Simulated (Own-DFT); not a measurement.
# Short bonds, stiff crystals?

Calculated, not measured: single-point runs of Own-DFT, a retired in-house plane-wave DFT program that no person has reviewed, on unrelaxed cells, without spin or spin-orbit coupling.

Limits (not all hold for every row): forces on such cells moved up to 12 meV/angstrom on a denser k mesh; forces not confirmed at this smearing and k mesh; k mesh not checked against a denser one; forces on such cells passed a denser k mesh, each cell not checked; stress not checked against mesh or cutoff.

All runs are PBE with PseudoDojo norm-conserving files; cutoff and k mesh are each material's own. Every cell starts from measured lattice constants and was given uniform random strains and small random moves of its atoms. Each triple is the change of volume in per cent, the rms move u in Å and the pressure in GPa.

- wurtzite AlN (Al36N36), 10.45 Å³/atom unstrained: (-3.14, 0.053, 12.63); (-0.89, 0.053, 7.76); (0.22, 0.052, 5.37); (0.28, 0.051, 5.06); (0.37, 0.052, 4.97); (1.38, 0.053, 3.61); (2.06, 0.053, 1.58)
- wurtzite GaN (Ga36N36), 11.42 Å³/atom unstrained: (-3.98, 0.052, 16.09); (-2.29, 0.050, 11.63); (-1.82, 0.048, 10.48); (-1.11, 0.046, 9.22); (0.62, 0.051, 5.85); (1.08, 0.052, 5.82); (1.28, 0.049, 4.59)
- diamond silicon (Si64), 20.02 Å³/atom unstrained: (-1.72, 0.056, 4.64); (-1.39, 0.045, 4.02); (-0.99, 0.047, 3.60); (-0.74, 0.048, 3.14); (0.18, 0.050, 2.49); (2.00, 0.049, 0.76); (2.49, 0.048, 0.36)
- zincblende GaP (Ga32P32), 20.24 Å³/atom unstrained: (-2.14, 0.052, 5.61); (-2.00, 0.052, 5.30); (-1.91, 0.051, 5.14); (-1.63, 0.051, 5.07); (0.16, 0.050, 3.16); (0.71, 0.047, 2.50); (2.56, 0.054, 1.51)
- zincblende GaAs (As32Ga32), 22.58 Å³/atom unstrained: withheld
- grey tin (Sn64), 34.15 Å³/atom unstrained: (-2.59, 0.047, 5.10); (-1.98, 0.048, 4.88); (-1.09, 0.047, 4.24); (-0.45, 0.048, 3.93); (-0.24, 0.052, 3.99); (0.53, 0.052, 3.34); (1.57, 0.047, 3.00)

## Analysis

Fit a line to each set against the fractional change of volume; B is minus its slope, and u is nearly the same within a set. To take it to zero pressure, assume that B rises by 4 GPa for each GPa: B0 = B - 4 x (mean pressure). The bond length of an ideal tetrahedral crystal with the unstrained volume v is d = (√3/4)(8 v)^(1/3). Cohen's empirical rule reads B0 = (1971 - 220 L) d^(-3.5) GPa, with L = 0 for group IV crystals and SiC and 1 for III-V compounds.

```
material,L,d (Å),B (GPa),mean P (GPa),B0 (GPa),rule (GPa)
wurtzite AlN (Al36N36),1,1.893,208 ± 7,5.9,185 ± 7,188
wurtzite GaN (Ga36N36),1,1.950,204 ± 12,9.1,168 ± 12,169
diamond silicon (Si64),0,2.352,97 ± 4,2.7,86 ± 4,99
zincblende GaP (Ga32P32),1,2.360,90 ± 6,4.0,73 ± 6,87
zincblende GaAs (As32Ga32),1,2.448,?,?,?,76
grey tin (Sn64),0,2.810,53 ± 3,4.1,36 ± 3,53
```

A line through ln[B0/(1971 - 220 L)] against ln d has a slope of -4.4 ± 0.1 and a scatter of 4 %. Against the rule, B0 stands at 99 % for wurtzite AlN, 99 % for wurtzite GaN, 87 % for diamond silicon, 85 % for zincblende GaP, 69 % for grey tin. PBE tends to make silicon and heavier crystals too soft, and the rule itself is only a guide.

## Withheld run

Q: what B0 does the fitted trend give for zincblende GaAs (As32Ga32)?

The straight line predicts 61 GPa. Its own runs give B = 78 ± 1 GPa at a mean pressure of 4.1 GPa, so B0 = 62 GPa.
